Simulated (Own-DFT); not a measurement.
Simulation results for InGa₃As₄ (zincblende random alloy, strained, atoms displaced)

All values are calculated (Own-DFT development build). A calculation, not a measurement: plane-wave PBE density functional theory by an unreviewed code, no spin, of a simulated periodic cell, stress positive in tension, free energy of the whole cell less one offset for each atom, forces on such cells passed a denser k mesh, this cell's mesh not checked; offsets are fitted by least squares, one for each functional and potential file, so energies compare only between cells with the same atoms and settings and are not formation energies; the far tail of each file's local potential was reset to the Coulomb form; each entry is a single point on an unrelaxed cell, so the pressure reflects the starting lattice, mostly measured values, from which strain is counted, and rises with the displacements; printed positions are rounded, which can move forces by about a meV/angstrom; the program is a retired in-house code; no spin-orbit coupling.

Settings shared by all entries: functional PBE; potential files PseudoDojo norm-conserving, scalar-relativistic, standard set; wave cutoff 42 hartree; occupations Fermi-Dirac; smearing width 0.1 eV; k mesh 3 x 3 x 3 centred on Gamma.

(1) InGa₃As₄ (zincblende random alloy, strained, atoms displaced)

```
InGa3As4
1.0
     11.7374     0.0000     0.0000
      0.0000    11.7374     0.0000
      0.0000     0.0000    11.3036
Ga As Ga In As Ga In As Ga In Ga As In As In Ga As Ga As Ga As
4 4 3 1 4 3 1 4 2 1 1 4 4 4 1 3 4 4 4 4 4
Direct
  0.99582 0.99014 0.99789
  0.99819 0.24541 0.25025
  0.24524 0.00279 0.25578
  0.25092 0.24807 0.99551
  0.12159 0.12028 0.11891
  0.12407 0.38266 0.37534
  0.37645 0.12686 0.37838
  0.37352 0.37490 0.12939
  0.99389 0.99865 0.49841
  0.99893 0.25275 0.74716
  0.25237 0.99341 0.74772
  0.25613 0.24486 0.50173
  0.12166 0.12268 0.62633
  0.12269 0.37611 0.87997
  0.38269 0.12814 0.87837
  0.37872 0.37474 0.62126
  0.99623 0.50863 0.00791
  0.99934 0.75301 0.24382
  0.24988 0.49568 0.24905
  0.24776 0.74320 0.00043
  0.12681 0.62280 0.11836
  0.12878 0.87682 0.37370
  0.37292 0.62306 0.36595
  0.36982 0.88128 0.11624
  0.00186 0.49935 0.50234
  0.00197 0.74799 0.73992
  0.24227 0.50124 0.74913
  0.25585 0.75717 0.50193
  0.12567 0.63034 0.61713
  0.12221 0.87698 0.87721
  0.38451 0.62444 0.88229
  0.37817 0.88227 0.62439
  0.50560 0.99640 0.00540
  0.49376 0.25188 0.24835
  0.75090 0.00055 0.25385
  0.75060 0.24903 0.00429
  0.62389 0.11854 0.12331
  0.61843 0.37598 0.37547
  0.87881 0.12226 0.36941
  0.88019 0.37254 0.11903
  0.49697 0.99950 0.50339
  0.50392 0.25354 0.75502
  0.75205 0.00063 0.75104
  0.75277 0.24861 0.49868
  0.62579 0.12556 0.62500
  0.63627 0.37290 0.87405
  0.87125 0.11787 0.87078
  0.88118 0.37602 0.62644
  0.50613 0.49744 0.00685
  0.49831 0.75085 0.24882
  0.75599 0.50038 0.24636
  0.74520 0.75286 0.99823
  0.62853 0.62272 0.11695
  0.61994 0.86859 0.37923
  0.86874 0.62774 0.37454
  0.87206 0.88062 0.12819
  0.49376 0.50141 0.49965
  0.49531 0.74593 0.75004
  0.74488 0.50500 0.75237
  0.74617 0.75447 0.49916
  0.62510 0.62202 0.62084
  0.61978 0.86886 0.87750
  0.86570 0.63027 0.87600
  0.87681 0.87532 0.62983
```

| Item | Value |
| --- | --- |
| free energy of cell above offsets | -23.021 eV |
| pressure | 3.12 GPa |
| stress xx | -2.59 GPa |
| stress yy | -2.67 GPa |
| stress zz | -4.11 GPa |
| stress yz | 0.2 GPa |
| stress xz | 0.18 GPa |
| stress xy | -0.51 GPa |

Force:
```
element  x (eV/Å)  y (eV/Å)  z (eV/Å)
     Ga    -0.121     0.823    -0.098
     Ga     0.704      0.59     -0.38
     Ga     0.481     0.217    -0.654
     Ga     -0.13     0.082     0.301
     As     0.158     0.259     0.285
     As    -0.366    -0.624    -0.421
     As    -0.594    -1.494    -1.472
     As    -1.103     0.975    -1.786
     Ga     0.611    -0.084     0.173
     Ga     0.239    -0.505     0.595
     Ga    -0.464      0.92     0.616
     In    -1.457     0.761     0.207
     As    -0.395    -0.649     0.464
     As    -0.996    -0.653     0.569
     As    -0.985     0.198    -1.009
     As     0.948     0.356     0.981
     Ga    -0.208    -0.422    -1.019
     Ga     0.117     -0.34     0.384
     Ga    -0.396     0.377    -0.124
     In     0.553     1.014    -0.804
     As    -1.207    -0.913     2.115
     As    -0.643     -0.31     0.297
     As    -0.004     0.399     0.704
     As    -0.482    -0.643     2.573
     Ga    -0.425      0.48    -0.449
     Ga    -0.123     0.093     0.958
     In     1.053     0.104     0.177
     Ga    -0.074    -0.319    -0.564
     As    -0.375     0.505    -0.487
     As    -0.202    -0.183    -1.188
     As     0.415     -0.76     -0.72
     As    -1.279    -2.192     1.548
     In    -0.554     0.044    -1.034
     In     1.093    -0.772     0.109
     In     -1.13    -0.345     0.372
     In     0.268     -0.88    -0.294
     As     0.385     1.322     1.104
     As     1.516     0.745     0.532
     As     0.471     1.201     1.512
     As     0.641     0.915     1.552
     In     1.108     0.737     -0.78
     Ga     0.034     0.077    -0.366
     Ga    -0.759    -0.502    -0.114
     Ga    -0.076     0.289    -0.071
     As     0.864      0.68     0.784
     As    -1.744     1.046    -0.525
     As     1.228     0.163     0.015
     As    -0.871     0.267    -0.103
     Ga     -0.14    -0.456    -0.597
     Ga    -0.095    -0.091     -0.72
     Ga    -0.497    -0.315     0.068
     Ga     0.334     0.156     0.255
     As     0.019     0.357     1.109
     As     0.178    -0.519    -0.539
     As     0.758     0.015     0.079
     As     0.783    -1.698    -1.269
     Ga     0.344     0.099    -0.307
     Ga     0.476     0.031    -0.184
     Ga     0.538    -0.221    -0.355
     Ga     0.432    -0.369     0.422
     As    -0.383     0.413     0.116
     As     1.081    -0.299    -1.576
     As     0.994    -0.125    -0.263
     As    -0.553    -0.023    -0.705
```

(2) InGa₃As₄ (zincblende random alloy, strained, atoms displaced)

```
InGa3As4
1.0
     11.7374     0.0000     0.0000
      0.0000    11.7374     0.0000
      0.0000     0.0000    11.3036
Ga As In Ga As In Ga In As In Ga In Ga As In Ga In As Ga As Ga In As Ga As
4 4 1 3 4 1 2 1 4 1 1 1 1 4 1 2 1 4 4 4 3 1 4 4 4
Direct
  0.00326 0.00173 0.00467
  0.00400 0.25023 0.25140
  0.25922 0.00564 0.25098
  0.24586 0.24381 0.99881
  0.12777 0.12649 0.12767
  0.11952 0.37431 0.37500
  0.37485 0.13137 0.37469
  0.37348 0.37513 0.11553
  0.00244 0.00249 0.49765
  0.99810 0.25232 0.74985
  0.24788 0.99906 0.74542
  0.25121 0.24911 0.49904
  0.12199 0.12249 0.62454
  0.12897 0.37779 0.87157
  0.37737 0.12346 0.88291
  0.37274 0.37629 0.62682
  0.99996 0.50153 0.99617
  0.99787 0.75000 0.24850
  0.25798 0.50049 0.24907
  0.25132 0.75404 0.00387
  0.12455 0.62344 0.12548
  0.13291 0.87231 0.37431
  0.36982 0.62353 0.37419
  0.37701 0.88323 0.12777
  0.00297 0.50426 0.50626
  0.00126 0.74505 0.75167
  0.24801 0.50154 0.74579
  0.24589 0.75741 0.49827
  0.12818 0.61993 0.62026
  0.13199 0.87294 0.88359
  0.37587 0.62363 0.87133
  0.38071 0.86517 0.61717
  0.49851 0.99313 0.99489
  0.50162 0.24994 0.25435
  0.74897 0.99732 0.24670
  0.75381 0.25491 0.00212
  0.63060 0.11959 0.12113
  0.62550 0.38065 0.37231
  0.87125 0.12437 0.37061
  0.87822 0.36992 0.12377
  0.50452 0.00128 0.49853
  0.50019 0.24718 0.75065
  0.75115 0.99783 0.75406
  0.75006 0.25114 0.50738
  0.62626 0.12047 0.62320
  0.62912 0.38332 0.87613
  0.87553 0.13026 0.87933
  0.87048 0.38261 0.63010
  0.49412 0.50308 0.01149
  0.50474 0.75223 0.25139
  0.75125 0.50474 0.24789
  0.75118 0.74607 0.99554
  0.62545 0.63648 0.12570
  0.63142 0.87072 0.37662
  0.87918 0.61588 0.37705
  0.87480 0.87303 0.11978
  0.49436 0.49613 0.50349
  0.49737 0.74764 0.74431
  0.74749 0.49732 0.74359
  0.75189 0.75608 0.49292
  0.62597 0.63008 0.63607
  0.63127 0.86902 0.87729
  0.87665 0.63289 0.87673
  0.87018 0.87306 0.62442
```

| Quantity | Value |
| --- | --- |
| free energy of cell above offsets | -22.150 eV |
| pressure | 3.34 GPa |
| stress xx | -2.92 GPa |
| stress yy | -2.69 GPa |
| stress zz | -4.42 GPa |
| stress yz | 0.17 GPa |
| stress xz | -0.32 GPa |
| stress xy | 0.18 GPa |

Force:
```
element  x (eV/Å)  y (eV/Å)  z (eV/Å)
     Ga    -0.077     -0.05    -0.383
     Ga    -0.487    -0.172    -0.003
     Ga    -0.541    -0.191     0.118
     Ga     0.155     0.552    -0.278
     As    -0.134    -0.263     0.223
     As     1.494    -0.526    -0.523
     As     0.411    -0.492     0.349
     As    -0.183    -0.712      1.04
     In    -0.685    -0.834    -0.396
     Ga     0.139     0.011     0.152
     Ga     0.481     -0.22      0.39
     Ga    -0.479      0.32     0.245
     As     1.185     1.436     0.937
     As    -0.497    -2.031     0.345
     As    -1.259     1.004     -1.88
     As     0.968     -1.53    -0.823
     In    -0.085    -0.267     0.221
     Ga     0.228    -0.194     0.121
     Ga    -0.823    -0.364    -0.248
     In     0.964    -1.159     0.642
     As     0.283      0.09     1.465
     As     -0.29     0.254    -1.215
     As     0.693     0.498     0.382
     As    -0.088    -1.021      1.75
     In    -0.519    -1.371    -0.487
     Ga      0.29     0.649    -0.275
     In     0.604     0.001      0.51
     Ga     0.464     -1.12     0.066
     As     0.277     3.245      0.57
     As    -1.884     1.585     -2.05
     As     1.197     0.447     0.655
     As    -0.395     1.215     0.303
     In     1.204     0.226     0.215
     Ga     0.356     0.182    -0.806
     Ga     0.233    -0.054     0.013
     In     -1.12    -0.256    -0.293
     As    -0.742     0.286     1.315
     As     0.019    -0.288     0.471
     As    -0.416     0.833    -0.307
     As      0.55     1.165     1.957
     Ga    -0.285    -0.285    -0.296
     Ga     0.129     0.318     0.193
     Ga     0.117     0.124    -0.008
     Ga    -0.031      0.15    -0.713
     As     0.015     0.313     0.578
     As     -1.34     0.192    -0.349
     As      1.09    -1.469    -1.153
     As     0.043    -1.544     0.044
     Ga     0.816      0.46    -1.034
     Ga    -0.737     0.119     0.331
     Ga    -0.003    -0.327    -0.214
     In     0.158     0.392     0.665
     As    -0.951    -1.892     0.925
     As     -0.76     0.863    -0.546
     As    -1.356     1.999    -1.157
     As      0.88     0.968     1.172
     Ga     0.574     0.653    -0.138
     Ga     0.266     0.125     0.943
     Ga    -0.105     0.948     1.029
     Ga     0.342    -1.307     0.831
     As     0.139    -0.473    -1.686
     As    -1.135     0.721    -2.274
     As     0.347    -1.568    -2.262
     As     0.295    -0.366     0.631
```

(3) InGa₃As₄ (zincblende random alloy, strained, atoms displaced)

```
InGa3As4
1.0
     11.7374     0.0000     0.0000
      0.0000    11.7374     0.0000
      0.0000     0.0000    11.3036
Ga In As Ga In Ga As Ga In Ga As Ga As Ga As Ga As In Ga In As In Ga In As
3 1 4 1 1 2 4 1 1 2 4 4 4 4 4 4 4 1 2 1 4 1 1 2 4
Direct
  0.99387 0.99853 0.99871
  0.99755 0.24731 0.25154
  0.25449 0.00454 0.24642
  0.25450 0.25200 0.99817
  0.12939 0.13057 0.12020
  0.12143 0.37024 0.37440
  0.37565 0.12660 0.37125
  0.37494 0.37732 0.12381
  0.00784 0.00268 0.50294
  0.99670 0.25641 0.74946
  0.24798 0.99687 0.73953
  0.25096 0.25700 0.49695
  0.12972 0.12831 0.62156
  0.13020 0.37548 0.87748
  0.38159 0.12707 0.86928
  0.37876 0.37352 0.62158
  0.00629 0.50561 0.99889
  0.99525 0.75240 0.25131
  0.24724 0.50126 0.24773
  0.25044 0.75616 0.99701
  0.12226 0.62938 0.11806
  0.12093 0.87685 0.37057
  0.36870 0.62838 0.37751
  0.38253 0.87415 0.12232
  0.00004 0.50606 0.50051
  0.00106 0.75727 0.75774
  0.24792 0.49615 0.74699
  0.25449 0.74715 0.50798
  0.12516 0.63120 0.62192
  0.12176 0.87950 0.86945
  0.37671 0.62762 0.87934
  0.37441 0.87431 0.63388
  0.49753 0.99559 0.99787
  0.50025 0.25209 0.24959
  0.74784 0.99681 0.24775
  0.74986 0.25291 0.99591
  0.62536 0.12235 0.12353
  0.62256 0.37427 0.37054
  0.87534 0.12077 0.36882
  0.88091 0.37528 0.12354
  0.49878 0.00452 0.49985
  0.50486 0.25402 0.74340
  0.74709 0.00322 0.74778
  0.74851 0.25309 0.49856
  0.63533 0.11995 0.62275
  0.62520 0.37717 0.86878
  0.87986 0.11719 0.87308
  0.87881 0.38092 0.63293
  0.49876 0.50163 0.99325
  0.50821 0.75192 0.24804
  0.75143 0.49483 0.25111
  0.75325 0.74687 0.99779
  0.62177 0.63091 0.11796
  0.62438 0.87335 0.37166
  0.87569 0.61686 0.36633
  0.87263 0.87336 0.12270
  0.49775 0.50305 0.50120
  0.49545 0.74762 0.74796
  0.74353 0.49918 0.74804
  0.74712 0.74901 0.50426
  0.63462 0.62682 0.62434
  0.62145 0.86919 0.87418
  0.87844 0.62447 0.87713
  0.87703 0.87461 0.62569
```

| Property | Result |
| --- | --- |
| free energy of cell above offsets | -23.061 eV |
| pressure | 3.14 GPa |
| stress xx | -2.58 GPa |
| stress yy | -2.68 GPa |
| stress zz | -4.17 GPa |
| stress yz | 0.72 GPa |
| stress xz | -0.31 GPa |
| stress xy | -0.26 GPa |

Force:
```
element  x (eV/Å)  y (eV/Å)  z (eV/Å)
     Ga     0.774     0.013     0.516
     Ga     0.204    -0.179    -0.376
     Ga    -0.387    -0.467    -0.177
     In      0.55    -0.414    -0.297
     As    -1.401    -1.417     0.985
     As     0.041     0.784     0.011
     As     0.013     0.265     0.422
     As     0.352     0.236     1.649
     Ga    -0.523    -0.156    -0.388
     In     1.036    -1.127     0.626
     Ga     0.008     0.784     0.848
     Ga     0.133     -0.59    -0.122
     As     0.395    -0.187    -0.346
     As    -0.646     1.587    -0.444
     As     0.265    -0.929    -0.731
     As    -1.094    -0.648     1.007
     Ga    -0.271    -0.544    -0.153
     In     0.353    -0.316    -0.343
     Ga    -0.203     0.036     0.027
     Ga    -0.085    -0.001     0.028
     As     1.197    -0.338     0.044
     As      1.76     0.788     1.244
     As     -0.01     0.585    -1.211
     As    -0.788     0.003       0.4
     Ga     0.143    -0.425    -0.125
     Ga    -0.372    -0.721    -0.681
     Ga     0.222     0.558     0.075
     Ga    -0.385     0.883    -0.635
     As    -0.267    -0.439     0.742
     As     0.629     0.266     0.721
     As    -1.667     0.843    -1.773
     As     0.398    -0.003    -1.189
     Ga     0.448     0.501    -0.334
     Ga     0.004    -0.333    -0.439
     Ga     0.119     0.187    -0.127
     Ga     0.298    -0.475     0.187
     As     -0.16     0.316    -0.206
     As     0.696    -0.395    -0.072
     As    -0.146     0.144     0.755
     As    -0.301     0.081     -0.26
     Ga     0.036    -0.406    -0.028
     Ga      0.08    -0.754     0.044
     Ga     0.496    -1.049     0.648
     Ga     0.664    -0.077    -0.212
     As    -1.043     0.925    -0.354
     As    -0.414    -2.036     0.767
     As    -1.359      0.29     0.378
     As    -0.668      0.26      -2.8
     In      0.37    -0.537     0.783
     Ga     -0.83    -0.341     0.093
     Ga    -0.354     0.112    -0.792
     In    -0.178     0.485    -0.242
     As     0.289    -1.046     2.022
     As     -0.56     0.999    -0.038
     As    -0.577    -0.639     1.081
     As    -0.029     1.806     0.098
     In     0.567     0.416    -0.423
     Ga     0.585    -0.188     0.326
     In     1.366     0.508     0.558
     In     1.441     0.621    -1.504
     As    -2.873     0.286     0.845
     As    -0.385     1.102    -0.961
     As     1.324    -0.489    -0.755
     As     0.719     0.998     0.608
```
